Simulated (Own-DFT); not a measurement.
# Bulk modulus against bond length in tetrahedral crystals

The numbers are computed, not measured, by runs of the plane-wave DFT program Own-DFT (in-house, retired, unreviewed) at fixed positions, with no spin and no spin-orbit coupling.

Known weak points (not all hold for every row): forces on such cells moved up to 12 meV/angstrom on a denser k mesh; forces not confirmed at this smearing and k mesh; k mesh not checked against a denser one; forces on such cells passed a denser k mesh, each cell not checked; stress not checked against mesh or cutoff.

All runs are PBE with PseudoDojo norm-conserving files; cutoff and k mesh are each material's own. Every cell starts from measured lattice constants and was given uniform random strains and small random moves of its atoms. Each triple is the change of volume in per cent, the rms move u in Å and the pressure in GPa.

- 4H SiC (C36Si36), 10.36 Å³/atom unstrained: (-2.57, 0.050, 11.37); (-1.26, 0.048, 8.11); (0.73, 0.047, 3.48); (1.76, 0.053, 1.20); (1.97, 0.047, 0.82); (2.30, 0.051, 0.10); (2.46, 0.050, -0.34)
- wurtzite AlN (Al64N64), 10.45 Å³/atom unstrained: (-2.63, 0.050, 11.87); (-1.66, 0.051, 10.18); (-0.09, 0.050, 5.99); (-0.04, 0.049, 5.84); (1.53, 0.047, 2.23); (2.43, 0.050, 0.67); (2.66, 0.051, 0.33)
- wurtzite GaN (Ga36N36), 11.42 Å³/atom unstrained: withheld
- diamond silicon (Si64), 20.02 Å³/atom unstrained: (-1.83, 0.053, 4.69); (-1.75, 0.049, 4.38); (-0.49, 0.053, 3.10); (0.91, 0.053, 1.92); (1.62, 0.053, 1.30); (2.00, 0.049, 0.76); (2.81, 0.051, -0.02)
- zincblende GaAs (As32Ga32), 22.58 Å³/atom unstrained: (-3.20, 0.050, 7.08); (-0.21, 0.047, 4.20); (0.08, 0.046, 4.09); (0.60, 0.050, 3.62); (0.95, 0.052, 3.42); (1.28, 0.047, 2.90); (3.09, 0.050, 2.05)
- zincblende InP (In48P48), 25.27 Å³/atom unstrained: (-1.35, 0.048, 4.59); (-0.80, 0.054, 4.38); (-0.05, 0.045, 3.66); (0.37, 0.050, 3.33); (0.92, 0.047, 3.04); (2.10, 0.053, 2.26); (2.67, 0.050, 1.74)
- grey tin (Sn64), 34.15 Å³/atom unstrained: (-2.29, 0.053, 4.97); (-1.89, 0.051, 4.93); (-1.56, 0.049, 4.63); (-1.23, 0.050, 4.38); (-1.22, 0.050, 4.30); (0.84, 0.051, 3.18); (1.33, 0.051, 2.98)

## Worked fit

Fit a line to each set against the fractional change of volume; B is minus its slope, and u is nearly the same within a set. To take it to zero pressure, assume that B rises by 4 GPa for each GPa: B0 = B - 4 x (mean pressure). The bond length of an ideal tetrahedral crystal with the unstrained volume v is d = (√3/4)(8 v)^(1/3). Cohen's empirical rule reads B0 = (1971 - 220 L) d^(-3.5) GPa, with L = 0 for group IV crystals and SiC and 1 for III-V compounds.

```
material,L,d (Å),B (GPa),mean P (GPa),B0 (GPa),rule (GPa)
4H SiC (C36Si36),0,1.888,231 ± 2,3.5,216 ± 2,213
wurtzite AlN (Al64N64),1,1.893,224 ± 7,5.3,203 ± 7,188
wurtzite GaN (Ga36N36),1,1.950,?,?,?,169
diamond silicon (Si64),0,2.352,98 ± 3,2.3,88 ± 3,99
zincblende GaAs (As32Ga32),1,2.448,82 ± 5,3.9,66 ± 5,76
zincblende InP (In48P48),1,2.541,71 ± 2,3.3,58 ± 2,67
grey tin (Sn64),0,2.810,58 ± 3,4.2,41 ± 3,53
```

A line through ln[B0/(1971 - 220 L)] against ln d has a slope of -4.2 ± 0.1 and a scatter of 3 %. Against the rule, B0 stands at 102 % for 4H SiC, 108 % for wurtzite AlN, 89 % for diamond silicon, 87 % for zincblende GaAs, 87 % for zincblende InP, 77 % for grey tin. PBE tends to make silicon and heavier crystals too soft, and the rule itself is only a guide.

## Prediction

Asked: what B0 does the fitted trend give for wurtzite GaN (Ga36N36)?

From the line: 174 GPa. Its own runs give B = 197 ± 6 GPa at a mean pressure of 8.4 GPa, so B0 = 163 GPa.
